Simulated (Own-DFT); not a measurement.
# One host, several defects: rock-salt HfC

No measurement is shown. These are fixed-geometry runs of a retired plane-wave code named Own-DFT, which no person has reviewed; spin and spin-orbit coupling are neglected.

Common settings: PBE; PseudoDojo norm-conserving scalar-relativistic files; cutoff 42 hartree; 4 x 4 x 4 k mesh centred on Gamma; cold (Marzari-Vanderbilt) smearing of 0.2 eV.

Caveats: hafnium file: forces about 75 meV/angstrom off all-electron values; forces on such cells failed a check on a denser k mesh; stress not checked against mesh or cutoff.

All runs share one cell, with vectors in Å (3.784, -5.351, 6.554); (-3.784, 5.351, 6.554); (-7.568, -5.351, 0.000) and a volume of 796.2 Å³. Atoms were moved at random from their sites; u is the rms move along one axis. The defect's site can differ from row to row.

| cell | formula | u (Å) | P (GPa) |
|---|---|---|---|
| no defect | C32Hf32 | 0.0181 | 3.12 |
| no defect | C32Hf32 | 0.0551 | 5.28 |
| no defect | C32Hf32 | 0.0564 | 5.24 |
| one Hf vacancy | C32Hf31 | 0.0467 | 3.37 |
| one Hf vacancy | C32Hf31 | 0.0482 | 3.78 |
| one Hf vacancy | C32Hf31 | 0.0531 | 4.15 |
| one C vacancy | C31Hf32 | 0.0303 | 2.99 |
| one C vacancy | C31Hf32 | 0.0319 | 3.13 |
| one C vacancy | C31Hf32 | 0.0420 | 3.73 |
| one C vacancy | C31Hf32 | 0.0519 | ? |

## Worked fit

P = P0 + c u² + a shift for each defect gives P0 = 2.83 GPa, c = 785 ± 49 GPa/Å² and a scatter of 0.12 GPa. The shifts, and each times the cell's volume:

- one C vacancy: -0.52 ± 0.11 GPa, -2.6 eV
- one Hf vacancy: -0.98 ± 0.10 GPa, -4.9 eV

Against the defect-free cell, a freed cell would be larger where the shift is positive and smaller where it is negative (160.2 GPa Å³ is 1 eV). The atoms around the defects weren't relaxed, which would change these numbers.

## Prediction

Q: what pressure belongs in the blank (one C vacancy, u = 0.0519 Å)?

The fit gives 4.43 ± 0.15 GPa. The hidden result is 4.58 GPa.
